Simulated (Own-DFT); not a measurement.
## Calculated data, HfO₂ (monoclinic hafnia, atoms displaced)

Computed with Own-DFT development build. A calculation, not a measurement: plane-wave PBE density functional theory by an unreviewed code, no spin, of a simulated periodic cell, stress positive in tension, free energy of the whole cell less one offset for each atom, hafnium file: forces about 75 meV/angstrom off all-electron values; oxygen file: force components 24 meV/angstrom off all-electron in one glass; forces on such cells passed a denser k mesh, this cell's mesh not checked; offsets are fitted by least squares, one for each functional and potential file, so energies compare only between cells with the same atoms and settings and are not formation energies; the far tail of each file's local potential was reset to the Coulomb form; each entry is a single point on an unrelaxed cell, so the pressure reflects the starting lattice, mostly measured values, from which strain is counted, and rises with the displacements; printed positions are rounded, which can move forces by about a meV/angstrom; the program is a retired in-house code; no spin-orbit coupling; before rounding, a Quantum ESPRESSO 7.3.1 run of the same cell and cutoff gave forces within 1 meV/angstrom rms on each cell, which checks the program and not the settings.

Settings shared by all entries: functional PBE; potential files PseudoDojo norm-conserving, scalar-relativistic, standard set; wave cutoff 72 hartree; occupations Fermi-Dirac; smearing width 0.1 eV; k mesh 2 x 2 x 2 centred on Gamma.

(1) HfO₂ (monoclinic hafnia, atoms displaced)

```cif
# cell vector a (Å): 10.2340 0.0000 0.0000
# cell vector b (Å): 0.0000 10.3500 0.0000
# cell vector c (Å): -1.6955 0.0000 10.4453
data_HfO2
_symmetry_space_group_name_H-M 'P 1'
_symmetry_Int_Tables_number 1
_cell_length_a 10.2340
_cell_length_b 10.3500
_cell_length_c 10.5820
_cell_angle_alpha 90.000
_cell_angle_beta 99.220
_cell_angle_gamma 90.000
_cell_volume 1106.39
loop_
_atom_site_label
_atom_site_type_symbol
_atom_site_fract_x
_atom_site_fract_y
_atom_site_fract_z
_atom_site_occupancy
Hf1 Hf 0.13963 0.01987 0.10383 1
Hf2 Hf 0.36332 0.26445 0.14475 1
Hf3 Hf 0.35632 0.48301 0.39938 1
Hf4 Hf 0.13855 0.24226 0.35784 1
O1 O 0.03739 0.16682 0.16775 1
O2 O 0.45660 0.41845 0.08069 1
O3 O 0.46139 0.34241 0.32735 1
O4 O 0.03143 0.08493 0.42261 1
O5 O 0.22041 0.37334 0.23536 1
O6 O 0.26525 0.12486 0.00386 1
O7 O 0.28035 0.11588 0.26443 1
O8 O 0.22415 0.37765 0.49341 1
Hf5 Hf 0.13710 0.01934 0.60867 1
Hf6 Hf 0.35135 0.26876 0.64659 1
Hf7 Hf 0.36460 0.48634 0.90144 1
Hf8 Hf 0.14523 0.23382 0.85329 1
O9 O 0.03570 0.17288 0.67595 1
O10 O 0.46902 0.41190 0.57260 1
O11 O 0.45906 0.33394 0.82540 1
O12 O 0.04078 0.07804 0.91913 1
O13 O 0.22700 0.38013 0.74855 1
O14 O 0.27906 0.12356 0.51262 1
O15 O 0.27405 0.11945 0.76177 1
O16 O 0.22114 0.37623 0.98450 1
Hf9 Hf 0.14397 0.52019 0.10630 1
Hf10 Hf 0.37224 0.76955 0.14659 1
Hf11 Hf 0.36124 0.98010 0.40190 1
Hf12 Hf 0.13877 0.72646 0.35089 1
O17 O 0.03539 0.66695 0.16812 1
O18 O 0.45637 0.90786 0.07588 1
O19 O 0.46532 0.83441 0.33274 1
O20 O 0.04060 0.58032 0.42867 1
O21 O 0.22164 0.88294 0.24413 1
O22 O 0.27109 0.62813 0.00399 1
O23 O 0.27332 0.61348 0.26302 1
O24 O 0.22366 0.87174 0.48968 1
Hf13 Hf 0.13727 0.51563 0.60638 1
Hf14 Hf 0.36188 0.76786 0.65321 1
Hf15 Hf 0.36333 0.97404 0.90274 1
Hf16 Hf 0.13721 0.72622 0.85015 1
O25 O 0.03181 0.67104 0.67635 1
O26 O 0.45816 0.91983 0.57174 1
O27 O 0.46786 0.83397 0.83324 1
O28 O 0.03676 0.57819 0.92335 1
O29 O 0.22184 0.89258 0.74321 1
O30 O 0.27296 0.63202 0.50258 1
O31 O 0.27574 0.61809 0.76335 1
O32 O 0.22636 0.88183 0.98646 1
Hf17 Hf 0.63967 0.01700 0.10139 1
Hf18 Hf 0.86286 0.26713 0.14747 1
Hf19 Hf 0.86244 0.47498 0.39951 1
Hf20 Hf 0.63957 0.23014 0.34973 1
O33 O 0.54198 0.16963 0.16956 1
O34 O 0.96193 0.41618 0.08654 1
O35 O 0.95794 0.32879 0.32215 1
O36 O 0.53865 0.08871 0.42157 1
O37 O 0.71699 0.38511 0.24288 1
O38 O 0.76922 0.12720 0.00696 1
O39 O 0.77531 0.11561 0.25988 1
O40 O 0.72695 0.37532 0.48164 1
Hf21 Hf 0.64183 0.02016 0.60692 1
Hf22 Hf 0.86609 0.27067 0.63584 1
Hf23 Hf 0.86770 0.47986 0.89722 1
Hf24 Hf 0.64198 0.22389 0.85420 1
O41 O 0.53891 0.16351 0.67326 1
O42 O 0.96167 0.40879 0.57114 1
O43 O 0.96829 0.34470 0.82989 1
O44 O 0.53542 0.08018 0.92818 1
O45 O 0.73168 0.37044 0.73593 1
O46 O 0.77740 0.12043 0.51222 1
O47 O 0.78255 0.13157 0.75940 1
O48 O 0.71962 0.37711 0.98620 1
Hf25 Hf 0.63024 0.52287 0.10043 1
Hf26 Hf 0.86462 0.76237 0.14919 1
Hf27 Hf 0.86136 0.97814 0.39425 1
Hf28 Hf 0.63948 0.73040 0.34357 1
O49 O 0.54410 0.66725 0.17776 1
O50 O 0.95855 0.91087 0.07559 1
O51 O 0.96996 0.83231 0.32681 1
O52 O 0.53320 0.57678 0.42620 1
O53 O 0.72478 0.87910 0.23475 1
O54 O 0.77430 0.63228 0.01733 1
O55 O 0.77003 0.62972 0.26465 1
O56 O 0.72254 0.86181 0.48526 1
Hf29 Hf 0.63828 0.51806 0.60892 1
Hf30 Hf 0.86287 0.76907 0.65025 1
Hf31 Hf 0.86529 0.97669 0.89911 1
Hf32 Hf 0.63373 0.73054 0.85063 1
O57 O 0.54309 0.66077 0.66627 1
O58 O 0.96854 0.90691 0.58079 1
O59 O 0.96053 0.83506 0.82094 1
O60 O 0.54278 0.58646 0.92556 1
O61 O 0.72244 0.87533 0.73556 1
O62 O 0.77931 0.63142 0.50658 1
O63 O 0.77436 0.61903 0.76074 1
O64 O 0.72407 0.86669 0.99243 1
```

- free energy of cell above offsets: -93.236 eV
- pressure: 5.66 GPa
- stress xx: -5.88 GPa
- stress yy: -5.16 GPa
- stress zz: -5.94 GPa
- stress yz: 0.05 GPa
- stress xz: -0.32 GPa
- stress xy: 0.44 GPa

Force:
```tsv
element	x (eV/Å)	y (eV/Å)	z (eV/Å)
Hf	-0.915	-0.384	0.415
Hf	-0.278	0.229	0.865
Hf	2.897	-0.313	-0.13
Hf	-0.292	-2.959	-1.285
O	-0.319	0.312	0.481
O	0.529	0.586	-0.268
O	0.481	-1.554	-0.904
O	0.56	0.678	0.107
O	-0.24	-0.046	0.481
O	1.711	1.248	1.288
O	-0.32	1.518	-0.831
O	-0.83	-0.906	0.371
Hf	-0.696	0.357	-1.338
Hf	3.043	-0.098	0.623
Hf	0.228	-2.186	-0.755
Hf	-1.951	-0.817	0.62
O	0.917	-0.682	-0.52
O	-1.295	-0.847	1.097
O	0.623	-0.069	0.417
O	-1.134	0.103	-0.146
O	-0.421	0.413	-1.61
O	-0.798	1.437	0.279
O	0.533	0.727	-0.206
O	0.316	-0.285	0.919
Hf	-1.363	-0.692	-0.44
Hf	-2.572	-0.394	1.689
Hf	0.145	-0.145	-1.238
Hf	-0.211	1.298	0.56
O	0.855	-0.668	0.33
O	2.452	1.587	0.418
O	-0.145	-0.473	-1.437
O	-0.551	-0.389	-0.367
O	0.561	-1.148	-0.746
O	0.771	1.06	1.085
O	0.278	0.751	-1.315
O	-0.451	-0.537	0.743
Hf	-0.689	1.489	-0.263
Hf	0.574	1.126	-2.308
Hf	-0.707	2.034	-1.781
Hf	-1.348	1.094	0.996
O	1.941	-2.063	-0.231
O	0.77	-1.071	2.315
O	-0.553	-0.69	-1.133
O	0.743	1.293	-0.051
O	0.894	-2.709	0.326
O	0.142	0.035	2.243
O	0.207	0.96	-1.04
O	-1.119	-2.376	0.351
Hf	0.384	0.032	0.438
Hf	-0.355	0.53	-1.013
Hf	-1.066	2.291	-1.551
Hf	-1.053	0.486	0.791
O	-0.893	-0.007	-0.326
O	0.663	0.573	-0.467
O	0.751	0.038	1.126
O	-0.426	-0.459	0.151
O	0.776	-0.374	-0.86
O	0.716	0.064	0.554
O	0.159	0.621	-0.265
O	-0.402	-1.26	0.775
Hf	-0.482	0.141	-1.022
Hf	-2.347	-1.395	2.076
Hf	-1.689	-0.333	0.229
Hf	-0.529	1.425	-0.727
O	-0.956	0.225	0.297
O	2.434	1.738	0.254
O	1.155	-1.381	-0.699
O	-0.426	0.057	-0.477
O	-0.621	0.885	-0.126
O	0.425	0.794	-0.272
O	-0.192	-1.85	0.608
O	0.083	-0.842	0.113
Hf	2.542	-1.537	1.266
Hf	-0.72	1.014	-0.374
Hf	0.319	-0.977	0.602
Hf	-0.415	0	4.712
O	-2.511	0.349	-2.058
O	1.171	0.916	-0.048
O	-0.503	0.132	0.244
O	0.46	1.122	-0.679
O	-0.198	-0.043	0.422
O	0.093	-0.697	-0.774
O	2.03	-1.798	-0.725
O	0.357	1.54	0.425
Hf	1.243	-1.182	-2.056
Hf	-1.518	-0.079	-2.241
Hf	0.294	0.598	-0.413
Hf	2.637	-0.003	0.758
O	-2.938	2.465	1.322
O	0.278	1.232	-0.618
O	1.009	-0.334	1.467
O	-1.867	-0.446	-0.68
O	-0.504	0.709	0.679
O	-0.096	-1.088	0.672
O	0.266	-0.135	0.659
O	-0.508	0.411	-0.847
```

(2) HfO₂ (monoclinic hafnia, atoms displaced)

```cif
# cell vector a (Å): 10.2340 0.0000 0.0000
# cell vector b (Å): 0.0000 10.3500 0.0000
# cell vector c (Å): -1.6955 0.0000 10.4453
data_HfO2
_symmetry_space_group_name_H-M 'P 1'
_symmetry_Int_Tables_number 1
_cell_length_a 10.2340
_cell_length_b 10.3500
_cell_length_c 10.5820
_cell_angle_alpha 90.000
_cell_angle_beta 99.220
_cell_angle_gamma 90.000
_cell_volume 1106.39
loop_
_atom_site_label
_atom_site_type_symbol
_atom_site_fract_x
_atom_site_fract_y
_atom_site_fract_z
_atom_site_occupancy
Hf1 Hf 0.14954 0.01949 0.10451 1
Hf2 Hf 0.37186 0.26214 0.14624 1
Hf3 Hf 0.36008 0.48405 0.39525 1
Hf4 Hf 0.14104 0.21814 0.36025 1
O1 O 0.02587 0.17240 0.16575 1
O2 O 0.46398 0.41543 0.08467 1
O3 O 0.47006 0.32662 0.33805 1
O4 O 0.03339 0.08606 0.42900 1
O5 O 0.22298 0.37416 0.23572 1
O6 O 0.28152 0.12852 0.01490 1
O7 O 0.26233 0.14432 0.25530 1
O8 O 0.23663 0.35651 0.48023 1
Hf5 Hf 0.12784 0.02761 0.61278 1
Hf6 Hf 0.36830 0.27501 0.65438 1
Hf7 Hf 0.35637 0.48758 0.88113 1
Hf8 Hf 0.13711 0.22531 0.84770 1
O9 O 0.03673 0.15974 0.66432 1
O10 O 0.47065 0.41325 0.57478 1
O11 O 0.46137 0.33842 0.83317 1
O12 O 0.04382 0.08675 0.92386 1
O13 O 0.22756 0.39147 0.73224 1
O14 O 0.27959 0.11752 0.51457 1
O15 O 0.26552 0.12280 0.75395 1
O16 O 0.21656 0.37964 0.99183 1
Hf9 Hf 0.14279 0.51596 0.11182 1
Hf10 Hf 0.36032 0.77443 0.15471 1
Hf11 Hf 0.34847 0.98808 0.39158 1
Hf12 Hf 0.14385 0.74278 0.35554 1
O17 O 0.03073 0.67106 0.17885 1
O18 O 0.46160 0.92140 0.08005 1
O19 O 0.46395 0.82811 0.32921 1
O20 O 0.04086 0.58758 0.41406 1
O21 O 0.22206 0.88486 0.24702 1
O22 O 0.26270 0.62701 0.00799 1
O23 O 0.28049 0.62283 0.27309 1
O24 O 0.21983 0.88098 0.49320 1
Hf13 Hf 0.13520 0.51887 0.60699 1
Hf14 Hf 0.36236 0.76984 0.64864 1
Hf15 Hf 0.35073 0.97338 0.90215 1
Hf16 Hf 0.13766 0.72915 0.85354 1
O25 O 0.05064 0.66367 0.67552 1
O26 O 0.46442 0.91894 0.59426 1
O27 O 0.47590 0.83035 0.82984 1
O28 O 0.03909 0.59536 0.92346 1
O29 O 0.22423 0.87282 0.72968 1
O30 O 0.27829 0.63261 0.51638 1
O31 O 0.27174 0.61286 0.75487 1
O32 O 0.24132 0.86237 0.99493 1
Hf17 Hf 0.63048 0.03720 0.10600 1
Hf18 Hf 0.85858 0.26821 0.14473 1
Hf19 Hf 0.86681 0.47450 0.40220 1
Hf20 Hf 0.63851 0.22599 0.34137 1
O33 O 0.52682 0.17364 0.18299 1
O34 O 0.96896 0.40420 0.07859 1
O35 O 0.96526 0.32194 0.33386 1
O36 O 0.54408 0.08277 0.40722 1
O37 O 0.72021 0.37782 0.23296 1
O38 O 0.78504 0.13747 0.02061 1
O39 O 0.77726 0.11631 0.24797 1
O40 O 0.72852 0.37355 0.48769 1
Hf21 Hf 0.63945 0.02357 0.60764 1
Hf22 Hf 0.85790 0.27019 0.63920 1
Hf23 Hf 0.85814 0.48369 0.89423 1
Hf24 Hf 0.62163 0.21722 0.84410 1
O41 O 0.54403 0.15686 0.68127 1
O42 O 0.96798 0.40616 0.57276 1
O43 O 0.96082 0.33796 0.82585 1
O44 O 0.54426 0.08882 0.92691 1
O45 O 0.73764 0.37049 0.73607 1
O46 O 0.77219 0.12748 0.50156 1
O47 O 0.78500 0.12538 0.76622 1
O48 O 0.72200 0.36462 0.99486 1
Hf25 Hf 0.63059 0.51649 0.10409 1
Hf26 Hf 0.84681 0.77041 0.14472 1
Hf27 Hf 0.86389 0.97471 0.39055 1
Hf28 Hf 0.64317 0.72201 0.35614 1
O49 O 0.53942 0.67165 0.17730 1
O50 O 0.96203 0.91947 0.07869 1
O51 O 0.95236 0.82910 0.32818 1
O52 O 0.53658 0.58140 0.41290 1
O53 O 0.71910 0.86248 0.24364 1
O54 O 0.76955 0.63304 0.99732 1
O55 O 0.77130 0.61756 0.26390 1
O56 O 0.72259 0.86685 0.50132 1
Hf29 Hf 0.65293 0.52321 0.59307 1
Hf30 Hf 0.86258 0.76351 0.65025 1
Hf31 Hf 0.86132 0.96538 0.89465 1
Hf32 Hf 0.64204 0.72223 0.85584 1
O57 O 0.52699 0.66074 0.66760 1
O58 O 0.95246 0.91772 0.57255 1
O59 O 0.96328 0.83179 0.82503 1
O60 O 0.52257 0.58174 0.91904 1
O61 O 0.71912 0.88332 0.74457 1
O62 O 0.78830 0.63371 0.50920 1
O63 O 0.76929 0.61427 0.75310 1
O64 O 0.71799 0.87206 0.99872 1
```

- free energy of cell above offsets: -86.122 eV
- pressure: 7.6 GPa
- stress xx: -6.87 GPa
- stress yy: -8.26 GPa
- stress zz: -7.67 GPa
- stress yz: -0.22 GPa
- stress xz: 0.16 GPa
- stress xy: 1.42 GPa

Force:
```tsv
element	x (eV/Å)	y (eV/Å)	z (eV/Å)
Hf	-4.446	2.291	-0.248
Hf	-5.002	5.735	-0.165
Hf	0.468	-2.353	0.456
Hf	-2.409	3.481	-0.818
O	2.846	-2.726	0.627
O	-0.055	0.238	-0.382
O	-0.78	0.85	-0.664
O	-0.37	-1.104	-0.296
O	0.674	1.178	0.669
O	0.437	-0.844	-1.155
O	2.256	-4.446	-0.056
O	-0.573	0.899	1.671
Hf	3.047	-5.078	-3.208
Hf	-0.321	0.5	-3.078
Hf	-1.46	-0.73	3.859
Hf	-1.775	2.726	1.949
O	-3.576	4.55	2.27
O	0.307	-0.107	0.995
O	0.54	-1.532	-1.031
O	-0.191	-1.385	-0.358
O	0.05	-2.935	0.319
O	0.171	0.984	0.066
O	1.557	-0.264	1.676
O	0.961	-1.525	-1.884
Hf	-1.67	-0.15	-0.472
Hf	2.449	-2.352	0.129
Hf	3.104	-0.741	2.388
Hf	-2.431	-2.648	0.715
O	0.719	-0.197	-0.693
O	0.213	0.629	0.214
O	-1.182	1.318	0.506
O	-0.602	-0.933	1.333
O	0.308	0.845	-1.081
O	1.897	0.717	0.795
O	-0.415	1.168	-1.695
O	0.394	-0.846	-1.269
Hf	1.002	0.649	-2.952
Hf	1.081	0.362	-0.704
Hf	3.375	-0.123	-1.931
Hf	0.899	-0.988	0.583
O	-2.969	1.284	-0.501
O	0.521	1.001	-1.678
O	-2.015	1.168	0.893
O	-2.616	-1.53	-0.224
O	-0.828	0.964	2.535
O	-0.319	-0.59	-0.662
O	0.353	2.155	0.427
O	-2.478	0.878	-0.285
Hf	2.462	-3.025	-0.261
Hf	1.076	1.735	0.142
Hf	1.869	-0.074	-3.148
Hf	1.204	2.083	3.956
O	3.286	-3.537	-2.221
O	0.4	2.439	-1.019
O	-0.78	1.116	0.475
O	-2.449	-2.046	1.381
O	-0.106	0.04	1.085
O	-1.723	-2.777	-2.537
O	-1.095	-0.73	1.306
O	-0.392	-0.067	-0.037
Hf	1.321	-2.782	-2.319
Hf	-0.098	-1.049	0.855
Hf	1.326	-2.779	1.526
Hf	5.72	4.548	3.316
O	-3.211	1.443	-2.024
O	0.782	0.947	0.603
O	1.996	-0.701	-0.528
O	-3.37	-2.58	1.074
O	-2.016	1.781	-0.453
O	0.288	0.596	0.907
O	-0.246	-1.212	-0.471
O	-0.296	1.689	-1.594
Hf	0.139	-0.327	-0.111
Hf	2.029	-0.447	0.708
Hf	-1.586	0.503	1.01
Hf	-0.506	2.199	0.016
O	-1.032	-0.318	-1.473
O	0.828	-0.337	-0.259
O	1.748	-0.281	0.024
O	0.255	-0.8	1.261
O	-0.444	2.527	-0.34
O	0.338	-0.72	1.349
O	0.828	-0.737	-0.708
O	-0.114	-0.295	-0.672
Hf	-3.466	-1.259	1.023
Hf	0.212	2.23	-1.473
Hf	-0.765	3.384	1.757
Hf	-2.442	1.221	-1.282
O	1.789	-0.704	0.337
O	0.933	-0.528	1.326
O	0.683	-0.371	-0.036
O	1.741	0.831	0.379
O	0.741	-1.078	0.404
O	-0.183	-1.13	0.203
O	0.819	0.731	-0.007
O	0.36	0.204	-1.034
```

(3) HfO₂ (monoclinic hafnia, atoms displaced)

```cif
# cell vector a (Å): 10.2340 0.0000 0.0000
# cell vector b (Å): 0.0000 10.3500 0.0000
# cell vector c (Å): -1.6955 0.0000 10.4453
data_HfO2
_symmetry_space_group_name_H-M 'P 1'
_symmetry_Int_Tables_number 1
_cell_length_a 10.2340
_cell_length_b 10.3500
_cell_length_c 10.5820
_cell_angle_alpha 90.000
_cell_angle_beta 99.220
_cell_angle_gamma 90.000
_cell_volume 1106.39
loop_
_atom_site_label
_atom_site_type_symbol
_atom_site_fract_x
_atom_site_fract_y
_atom_site_fract_z
_atom_site_occupancy
Hf1 Hf 0.13251 0.01472 0.09857 1
Hf2 Hf 0.36677 0.25994 0.15435 1
Hf3 Hf 0.36015 0.47613 0.39859 1
Hf4 Hf 0.12947 0.22044 0.35473 1
O1 O 0.03824 0.17053 0.17088 1
O2 O 0.46685 0.41827 0.07909 1
O3 O 0.46055 0.32668 0.32744 1
O4 O 0.03726 0.07937 0.42881 1
O5 O 0.22928 0.37581 0.23867 1
O6 O 0.26820 0.12969 0.00829 1
O7 O 0.27627 0.11774 0.26551 1
O8 O 0.22678 0.37388 0.48570 1
Hf5 Hf 0.13066 0.02399 0.60806 1
Hf6 Hf 0.35775 0.27216 0.65304 1
Hf7 Hf 0.35109 0.48024 0.89665 1
Hf8 Hf 0.13380 0.23427 0.85235 1
O9 O 0.03262 0.16029 0.67079 1
O10 O 0.46775 0.42393 0.57251 1
O11 O 0.46636 0.33657 0.82225 1
O12 O 0.03549 0.07873 0.91789 1
O13 O 0.22637 0.38276 0.73962 1
O14 O 0.26713 0.12443 0.52085 1
O15 O 0.27135 0.11810 0.75873 1
O16 O 0.22923 0.36557 0.98900 1
Hf9 Hf 0.13609 0.51452 0.10943 1
Hf10 Hf 0.36433 0.77520 0.15038 1
Hf11 Hf 0.36367 0.96927 0.39378 1
Hf12 Hf 0.14062 0.72149 0.34802 1
O17 O 0.04184 0.67527 0.16808 1
O18 O 0.46562 0.91111 0.07765 1
O19 O 0.45948 0.83444 0.32311 1
O20 O 0.03571 0.58352 0.42008 1
O21 O 0.22878 0.87701 0.24467 1
O22 O 0.27678 0.63595 0.00994 1
O23 O 0.27581 0.61928 0.25405 1
O24 O 0.22924 0.86426 0.49429 1
Hf13 Hf 0.13396 0.52413 0.61239 1
Hf14 Hf 0.36399 0.77339 0.65530 1
Hf15 Hf 0.35367 0.98466 0.88828 1
Hf16 Hf 0.14480 0.73057 0.84701 1
O25 O 0.04308 0.66777 0.67554 1
O26 O 0.46904 0.91604 0.57478 1
O27 O 0.46064 0.83651 0.82680 1
O28 O 0.03250 0.57771 0.92293 1
O29 O 0.22397 0.88505 0.74610 1
O30 O 0.27523 0.63511 0.49741 1
O31 O 0.28434 0.61929 0.76444 1
O32 O 0.22239 0.87164 0.99257 1
Hf17 Hf 0.64439 0.02111 0.10182 1
Hf18 Hf 0.86217 0.27187 0.14393 1
Hf19 Hf 0.85712 0.47499 0.40065 1
Hf20 Hf 0.64234 0.23167 0.36275 1
O33 O 0.53321 0.16732 0.17574 1
O34 O 0.95985 0.41409 0.07576 1
O35 O 0.95906 0.32892 0.32830 1
O36 O 0.53987 0.07981 0.41669 1
O37 O 0.72689 0.38072 0.23536 1
O38 O 0.76921 0.12173 0.01505 1
O39 O 0.77430 0.12379 0.26664 1
O40 O 0.72883 0.37053 0.49583 1
Hf21 Hf 0.63840 0.02611 0.59489 1
Hf22 Hf 0.85939 0.27778 0.64868 1
Hf23 Hf 0.86214 0.48680 0.90149 1
Hf24 Hf 0.63683 0.24152 0.85436 1
O41 O 0.54166 0.17933 0.66678 1
O42 O 0.96036 0.41927 0.58063 1
O43 O 0.96104 0.33104 0.82472 1
O44 O 0.53197 0.08222 0.92071 1
O45 O 0.72546 0.37976 0.74021 1
O46 O 0.77008 0.12947 0.51192 1
O47 O 0.77068 0.12022 0.76140 1
O48 O 0.73448 0.36324 0.98417 1
Hf25 Hf 0.63699 0.52365 0.10130 1
Hf26 Hf 0.86574 0.77376 0.14544 1
Hf27 Hf 0.85769 0.97290 0.38264 1
Hf28 Hf 0.64027 0.73553 0.34943 1
O49 O 0.53780 0.66586 0.18090 1
O50 O 0.95031 0.92045 0.07907 1
O51 O 0.95439 0.82504 0.32852 1
O52 O 0.53865 0.58896 0.42027 1
O53 O 0.72387 0.87701 0.24037 1
O54 O 0.77044 0.62904 0.01468 1
O55 O 0.78547 0.61226 0.25490 1
O56 O 0.71658 0.87858 0.49184 1
Hf29 Hf 0.63319 0.51936 0.60836 1
Hf30 Hf 0.87535 0.76405 0.65241 1
Hf31 Hf 0.86858 0.98199 0.90356 1
Hf32 Hf 0.65409 0.73878 0.84972 1
O57 O 0.53531 0.67409 0.67301 1
O58 O 0.96773 0.90951 0.57927 1
O59 O 0.95540 0.83156 0.82337 1
O60 O 0.53765 0.59012 0.92758 1
O61 O 0.71793 0.87432 0.73958 1
O62 O 0.77589 0.63551 0.51213 1
O63 O 0.77200 0.61975 0.75433 1
O64 O 0.70989 0.86174 0.98870 1
```

* free energy of cell above offsets: -92.290 eV
* pressure: 6.51 GPa
* stress xx: -6.34 GPa
* stress yy: -6.57 GPa
* stress zz: -6.63 GPa
* stress yz: -0.5 GPa
* stress xz: -0.49 GPa
* stress xy: -0.08 GPa

Force:
```tsv
element	x (eV/Å)	y (eV/Å)	z (eV/Å)
Hf	1.938	0.791	1.383
Hf	-0.362	1.367	-1.054
Hf	0.933	1.091	-1.11
Hf	1.699	1.062	0.673
O	-0.308	-0.787	-0.497
O	-0.63	-0.649	-0.333
O	0.868	0.329	1.189
O	-1.421	-0.472	-1.44
O	-1.111	0.337	-0.109
O	-0.209	-0.522	0.186
O	-0.448	-0.207	-0.399
O	-0.879	-0.727	0.992
Hf	1.471	-1.838	-1.054
Hf	1.826	-1.062	-2.504
Hf	3.354	0.401	2.324
Hf	0.317	-0.871	0.383
O	-1.392	2.217	0.947
O	-1.428	-1.408	0.932
O	-1.013	0.892	0.65
O	0.01	0.185	0.247
O	-1.126	-0.23	0.285
O	0.896	1.035	-0.614
O	0.014	1.701	0.343
O	-1.022	0.677	-0.146
Hf	1.266	0.67	-0.515
Hf	0.384	-0.978	-1.666
Hf	-0.911	1.685	2.028
Hf	0.253	1.159	1.912
O	-0.489	-0.593	-0.845
O	0.348	1.012	-0.264
O	1.798	-0.773	0.622
O	-0.672	-0.902	0.778
O	-1.411	0.424	-1.032
O	-0.733	-1.141	-0.754
O	-0.234	-0.615	0.391
O	-0.564	0.488	-0.42
Hf	1.793	-1.166	-3.622
Hf	1.489	0.481	-2.223
Hf	2.094	-0.817	2.586
Hf	-0.256	0.544	3.273
O	0.14	-0.071	0.24
O	-0.563	-0.037	0.093
O	0.264	0.156	0.302
O	1.369	0.998	-0.398
O	-0.987	-1.168	-0.361
O	-0.167	-1.282	1.787
O	-1.158	0.594	-1.054
O	-0.831	0.196	-0.484
Hf	-3.468	-0.496	0.089
Hf	-0.942	-0.44	0.76
Hf	0.616	1.896	-1.628
Hf	-1	-0.466	-1.423
O	1.627	-1.153	-0.26
O	1.294	0.777	0.612
O	0.456	-0.014	0.304
O	-0.763	0.175	-0.323
O	-0.381	-0.856	0.576
O	1.649	0.879	-0.359
O	0.496	-0.472	-0.781
O	-0.726	0.225	-0.371
Hf	-0.739	-1.18	2.252
Hf	-0.562	-2.432	-0.07
Hf	-0.789	-0.569	-1.097
Hf	-0.267	-3.157	-1.04
O	-1.212	0.269	-0.227
O	1.376	0.629	0.47
O	0.453	0.471	0.835
O	0.183	0.774	-0.053
O	-0.199	0.409	0.19
O	1.605	1.039	-0.208
O	0.749	0.155	0.753
O	-0.588	0.891	0.94
Hf	-1.381	0.275	0.558
Hf	-1.906	-3.116	0.529
Hf	-0.406	0.888	3.583
Hf	-0.355	-1.794	1.705
O	0.023	-0.031	-0.669
O	1.837	1.281	0.318
O	1.307	-0.087	-0.235
O	-0.282	-0.678	0.32
O	0.127	0.562	-0.943
O	2.118	0.06	-1.082
O	-0.523	1.004	0.724
O	1.286	-0.503	-1.316
Hf	0.32	2.428	-1.204
Hf	-3.612	1.793	-2.699
Hf	-2.896	0.314	-3.357
Hf	-3.721	-1.778	-0.421
O	0.07	-0.973	-0.222
O	-0.497	-0.101	-0.617
O	1.697	-0.327	2.023
O	-0.664	-0.62	-0.804
O	1.181	1.061	-0.373
O	0.469	-0.779	-0.331
O	1.145	-0.456	1.22
O	1.596	2.045	1.703
```
